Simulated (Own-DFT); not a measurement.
HfO2 (monoclinic hafnia, atoms displaced) (calculated)

A calculation, not a measurement: plane-wave density functional theory by an unreviewed code, no spin, of a simulated periodic cell, stress positive in tension, run twice, with PBE and with PBEsol, both on files made for PBE, so the change isn't that of files made for PBEsol, hafnium file: forces about 75 meV/angstrom off all-electron values; oxygen file: force components 24 meV/angstrom off all-electron in one glass; forces on such cells passed a denser k mesh, this cell's mesh not checked; the far tail of each file's local potential was reset to the Coulomb form; each entry is a single point on an unrelaxed cell, so the pressure reflects the starting lattice, mostly measured values (interpolated for alloys), from which strain is counted, and rises with the displacements; printed positions are rounded, which can move forces by about a meV/angstrom; the program, named Own-DFT, is a retired in-house code; no spin-orbit coupling; stress was not checked against mesh or cutoff. Program: Own-DFT development build.

## HfO2 (monoclinic hafnia, atoms displaced)

```
HfO2
1.0
     10.2340     0.0000     0.0000
      0.0000    10.3500     0.0000
     -1.6955     0.0000    10.4453
Hf O Hf O Hf O Hf O Hf O Hf O Hf O Hf O
4 8 4 8 4 8 4 8 4 8 4 8 4 8 4 8
Direct
  0.12867 0.00455 0.10564
  0.36370 0.28080 0.13817
  0.36780 0.48264 0.40376
  0.15375 0.22610 0.36611
  0.02430 0.17391 0.16584
  0.45281 0.41401 0.06205
  0.46505 0.32465 0.32416
  0.03471 0.07732 0.42414
  0.22700 0.37628 0.23944
  0.26197 0.12638 0.00950
  0.29217 0.11502 0.26517
  0.21164 0.36672 0.48666
  0.14221 0.03336 0.61459
  0.36786 0.28891 0.63230
  0.35682 0.47520 0.91012
  0.14090 0.23622 0.85503
  0.02871 0.16336 0.67796
  0.47099 0.41553 0.58417
  0.46048 0.33358 0.82719
  0.03973 0.08133 0.92271
  0.20039 0.38587 0.73107
  0.26630 0.13090 0.49886
  0.28090 0.12339 0.75893
  0.22475 0.38216 0.97248
  0.12960 0.52020 0.10217
  0.36674 0.77439 0.15641
  0.36809 0.97439 0.39520
  0.12976 0.73978 0.34565
  0.02800 0.66380 0.16620
  0.46276 0.93697 0.08471
  0.47071 0.82422 0.32281
  0.02626 0.58620 0.42745
  0.22143 0.87908 0.23793
  0.28369 0.63574 0.01564
  0.26767 0.61579 0.24507
  0.22157 0.87696 0.47844
  0.14508 0.52719 0.60942
  0.35394 0.76920 0.65776
  0.34908 0.97557 0.88937
  0.13340 0.72289 0.86081
  0.04236 0.67328 0.67359
  0.44660 0.92154 0.57533
  0.46785 0.82115 0.82854
  0.03147 0.59045 0.92285
  0.22368 0.87100 0.73784
  0.26385 0.62726 0.51625
  0.27852 0.63453 0.76330
  0.23654 0.86785 0.00071
  0.63221 0.00614 0.09891
  0.86322 0.27417 0.15074
  0.85636 0.48958 0.39733
  0.65000 0.23392 0.35325
  0.53708 0.16363 0.17101
  0.95726 0.41214 0.07422
  0.94832 0.31878 0.31947
  0.54302 0.08920 0.41171
  0.73775 0.36622 0.23124
  0.77742 0.12969 0.01273
  0.78168 0.12104 0.26161
  0.72588 0.36728 0.49338
  0.64371 0.00615 0.60267
  0.86444 0.28210 0.64350
  0.86450 0.47824 0.89939
  0.64790 0.21765 0.85488
  0.52468 0.15403 0.67423
  0.96684 0.40916 0.58798
  0.96278 0.32865 0.83499
  0.55132 0.08222 0.92720
  0.73031 0.37761 0.74044
  0.77148 0.13938 0.51911
  0.78060 0.12672 0.77512
  0.72894 0.38459 0.98506
  0.63018 0.50434 0.10794
  0.86297 0.76377 0.13587
  0.86649 0.98306 0.40852
  0.62531 0.73384 0.35350
  0.53036 0.67344 0.17682
  0.95648 0.91104 0.06129
  0.97136 0.83218 0.32616
  0.53935 0.59099 0.42128
  0.71937 0.87891 0.22450
  0.76969 0.62681 0.01733
  0.78599 0.60982 0.25097
  0.71750 0.86684 0.47854
  0.63218 0.51182 0.60018
  0.88107 0.76976 0.64754
  0.86434 0.99217 0.90707
  0.63362 0.74168 0.86493
  0.54529 0.66645 0.67096
  0.95904 0.90775 0.57243
  0.96894 0.83954 0.82247
  0.53680 0.58458 0.92088
  0.70473 0.88130 0.74322
  0.77033 0.63340 0.51344
  0.78283 0.62673 0.76753
  0.72801 0.88380 0.98624
```

* functional: PBE, then PBEsol
* potential files: PseudoDojo norm-conserving, scalar-relativistic, standard set
* wave cutoff: 72 hartree
* occupations: Fermi-Dirac
* smearing width: 0.1 eV
* k mesh: 2 x 2 x 2 centred on Gamma
* PBE pressure: 10.37 GPa
* PBE stress xx: -11.91 GPa
* PBE stress yy: -9.06 GPa
* PBE stress zz: -10.13 GPa
* PBE stress yz: 2.89 GPa
* PBE stress xz: -1 GPa
* PBE stress xy: -2.34 GPa
* PBEsol pressure: 3.88 GPa
* PBEsol stress xx: -5.37 GPa
* PBEsol stress yy: -2.63 GPa
* PBEsol stress zz: -3.64 GPa
* PBEsol stress yz: 2.75 GPa
* PBEsol stress xz: -0.64 GPa
* PBEsol stress xy: -2.29 GPa
* rms change of force components from PBE to PBEsol: 0.066 eV/Å

Force:
| force element | PBE force x (eV/Å) | PBE force y (eV/Å) | PBE force z (eV/Å) | PBEsol force x (eV/Å) | PBEsol force y (eV/Å) | PBEsol force z (eV/Å) |
| --- | --- | --- | --- | --- | --- | --- |
| Hf | 0.529 | 4.52 | -0.326 | 0.533 | 4.443 | -0.385 |
| Hf | -0.802 | -5.87 | 2.677 | -0.772 | -5.704 | 2.672 |
| Hf | -0.97 | 0.286 | -3.397 | -0.938 | 0.237 | -3.306 |
| Hf | -3.44 | -0.707 | -5.73 | -3.318 | -0.732 | -5.578 |
| O | 3.99 | -3.234 | 0.624 | 3.863 | -3.144 | 0.654 |
| O | 2.967 | 0.145 | 3.721 | 2.881 | 0.16 | 3.587 |
| O | -0.654 | 2.673 | 0.875 | -0.653 | 2.589 | 0.792 |
| O | 0.71 | 0.889 | 0.772 | 0.69 | 0.851 | 0.827 |
| O | 0.069 | 0.362 | -0.227 | 0.146 | 0.345 | -0.222 |
| O | 1.318 | 0.918 | 0.064 | 1.232 | 0.886 | 0.037 |
| O | -1.647 | 0.694 | -0.446 | -1.655 | 0.672 | -0.376 |
| O | 2.044 | 2.28 | 1.123 | 2.082 | 2.203 | 1.107 |
| Hf | -0.373 | -1.363 | -1.923 | -0.353 | -1.261 | -1.908 |
| Hf | -2.31 | -6.654 | 5.155 | -2.255 | -6.499 | 5.088 |
| Hf | 3.46 | 4.734 | -7.47 | 3.394 | 4.583 | -7.264 |
| Hf | -1.478 | -1.672 | -0.403 | -1.45 | -1.666 | -0.422 |
| O | 0.972 | -0.563 | -0.202 | 0.993 | -0.527 | -0.161 |
| O | -0.095 | 2.104 | -2.798 | -0.101 | 2.075 | -2.8 |
| O | -0.768 | 0.239 | -0.97 | -0.786 | 0.243 | -1.003 |
| O | 0.111 | -0.097 | -0.172 | 0.089 | -0.113 | -0.11 |
| O | 2.215 | -0.987 | 0.812 | 2.187 | -0.959 | 0.777 |
| O | 1.643 | -0.459 | 3.065 | 1.52 | -0.445 | 2.969 |
| O | -0.74 | -0.343 | -0.013 | -0.813 | -0.381 | -0.007 |
| O | -3.575 | -1.97 | 3.147 | -3.433 | -1.933 | 3.071 |
| Hf | 0.413 | -0.399 | 0.616 | 0.405 | -0.309 | 0.583 |
| Hf | -0.883 | -0.583 | -3.511 | -0.865 | -0.561 | -3.414 |
| Hf | 0.13 | 1.923 | -0.15 | 0.096 | 1.861 | -0.125 |
| Hf | 1.198 | -1.921 | 1.772 | 1.149 | -1.863 | 1.704 |
| O | 1.031 | -0.094 | 0.211 | 1.006 | -0.076 | 0.233 |
| O | -3.345 | -2.853 | -0.746 | -3.249 | -2.782 | -0.777 |
| O | -3.973 | 3.586 | 1.718 | -3.886 | 3.487 | 1.615 |
| O | 0.643 | 0.232 | -0.212 | 0.608 | 0.205 | -0.162 |
| O | 0.259 | -0.991 | 0.683 | 0.303 | -0.983 | 0.664 |
| O | -1.043 | -1.09 | -0.672 | -1.084 | -1.075 | -0.658 |
| O | 0.524 | 0.17 | 2.508 | 0.459 | 0.177 | 2.415 |
| O | -0.667 | -0.837 | 0.71 | -0.593 | -0.813 | 0.662 |
| Hf | -2.934 | -0.559 | -0.816 | -2.853 | -0.502 | -0.805 |
| Hf | 3.085 | -0.534 | -2.78 | 2.983 | -0.501 | -2.654 |
| Hf | 2.257 | 1.424 | 1.931 | 2.163 | 1.353 | 1.913 |
| Hf | 1.299 | 2.192 | -0.122 | 1.271 | 2.099 | -0.174 |
| O | 0.911 | -1.209 | 0.199 | 0.889 | -1.157 | 0.251 |
| O | 1.867 | -0.058 | 0.706 | 1.823 | -0.039 | 0.624 |
| O | -3.75 | 3.17 | 0.501 | -3.67 | 3.072 | 0.418 |
| O | 0.085 | -1.099 | 0.881 | 0.106 | -1.086 | 0.91 |
| O | -1 | 2.351 | 0.819 | -0.889 | 2.292 | 0.816 |
| O | 2.504 | 0.207 | -1.346 | 2.377 | 0.172 | -1.279 |
| O | -0.75 | -2.242 | 0.837 | -0.808 | -2.138 | 0.785 |
| O | -1.227 | 0.214 | -1.545 | -1.138 | 0.236 | -1.497 |
| Hf | 2.331 | 4.45 | 1.847 | 2.281 | 4.384 | 1.777 |
| Hf | 0.438 | -3.429 | -3.293 | 0.437 | -3.321 | -3.181 |
| Hf | 1.356 | -1.232 | -0.012 | 1.318 | -1.202 | -0.007 |
| Hf | -0.445 | -2.766 | -1.101 | -0.422 | -2.774 | -1.089 |
| O | -0.646 | 1.838 | -0.385 | -0.642 | 1.807 | -0.325 |
| O | 2.99 | 2.305 | 0.213 | 2.911 | 2.284 | 0.149 |
| O | 2.399 | 2.085 | 4.631 | 2.303 | 2.019 | 4.436 |
| O | -1.136 | -1.868 | 1.149 | -1.106 | -1.824 | 1.142 |
| O | -5.34 | 3.39 | 1.646 | -5.159 | 3.303 | 1.616 |
| O | 0.44 | 0.382 | 0.13 | 0.391 | 0.339 | 0.073 |
| O | -0.606 | -0.956 | 1.144 | -0.65 | -0.885 | 1.141 |
| O | -0.588 | 1.738 | -0.989 | -0.513 | 1.693 | -0.954 |
| Hf | -2.028 | 2.213 | 0.084 | -1.985 | 2.192 | 0.076 |
| Hf | -1.773 | -2.626 | 1.999 | -1.751 | -2.512 | 1.973 |
| Hf | -2.04 | 0.573 | -2.01 | -2.017 | 0.498 | -1.938 |
| Hf | -1.761 | 2.32 | 0.177 | -1.684 | 2.176 | 0.166 |
| O | 0.607 | 0.729 | -0.598 | 0.607 | 0.746 | -0.547 |
| O | 2.035 | 3.211 | -1.769 | 1.971 | 3.121 | -1.739 |
| O | 0.813 | 0.168 | 0.107 | 0.799 | 0.166 | 0.048 |
| O | -3.046 | -1.281 | -1.845 | -2.919 | -1.257 | -1.76 |
| O | -0.827 | 0.605 | -0.663 | -0.724 | 0.583 | -0.661 |
| O | 0.82 | -1.979 | -0.27 | 0.751 | -1.929 | -0.282 |
| O | 0.637 | -0.776 | -2.263 | 0.548 | -0.74 | -2.158 |
| O | -2.17 | -1.455 | 0.484 | -2.054 | -1.388 | 0.499 |
| Hf | 2.693 | 2.782 | -1.797 | 2.698 | 2.76 | -1.829 |
| Hf | -2.901 | 0.573 | 1.008 | -2.852 | 0.568 | 0.99 |
| Hf | -1.104 | 0.67 | -3.564 | -1.052 | 0.633 | -3.449 |
| Hf | 6.555 | -0.94 | -0.41 | 6.37 | -0.954 | -0.422 |
| O | 1.568 | -2.382 | -1.218 | 1.503 | -2.28 | -1.111 |
| O | 2.073 | -0.983 | 3.027 | 2.025 | -0.92 | 2.919 |
| O | -2.388 | 1.429 | -0.686 | -2.291 | 1.359 | -0.697 |
| O | -2.947 | -3.227 | 0.426 | -2.882 | -3.165 | 0.466 |
| O | 1.109 | -2.346 | 2.04 | 1.114 | -2.296 | 1.952 |
| O | 0.143 | 0.628 | -0.167 | 0.106 | 0.619 | -0.133 |
| O | -1.471 | 0.387 | 0.85 | -1.459 | 0.349 | 0.831 |
| O | 0.186 | 1.606 | 1.325 | 0.219 | 1.594 | 1.291 |
| Hf | 4.54 | 4.085 | 3.458 | 4.456 | 4.056 | 3.359 |
| Hf | -4.95 | -2.082 | 1.37 | -4.786 | -2.019 | 1.382 |
| Hf | -0.669 | 0.368 | -3.57 | -0.68 | 0.353 | -3.445 |
| Hf | 3.558 | -3.635 | -1.364 | 3.482 | -3.583 | -1.377 |
| O | -1.533 | -0.04 | -0.449 | -1.483 | -0.052 | -0.385 |
| O | 2.389 | 2.525 | 0.323 | 2.302 | 2.475 | 0.271 |
| O | 0.056 | 0.04 | 0.375 | 0.069 | -0.029 | 0.311 |
| O | -0.804 | -0.742 | 1.285 | -0.775 | -0.723 | 1.327 |
| O | 1.547 | 0.232 | -0.583 | 1.513 | 0.235 | -0.575 |
| O | 0.674 | -1.096 | -0.469 | 0.607 | -1.097 | -0.473 |
| O | 0.121 | -0.357 | 0.162 | 0.077 | -0.357 | 0.178 |
| O | -0.715 | -2.062 | 0.072 | -0.658 | -2.001 | 0.077 |
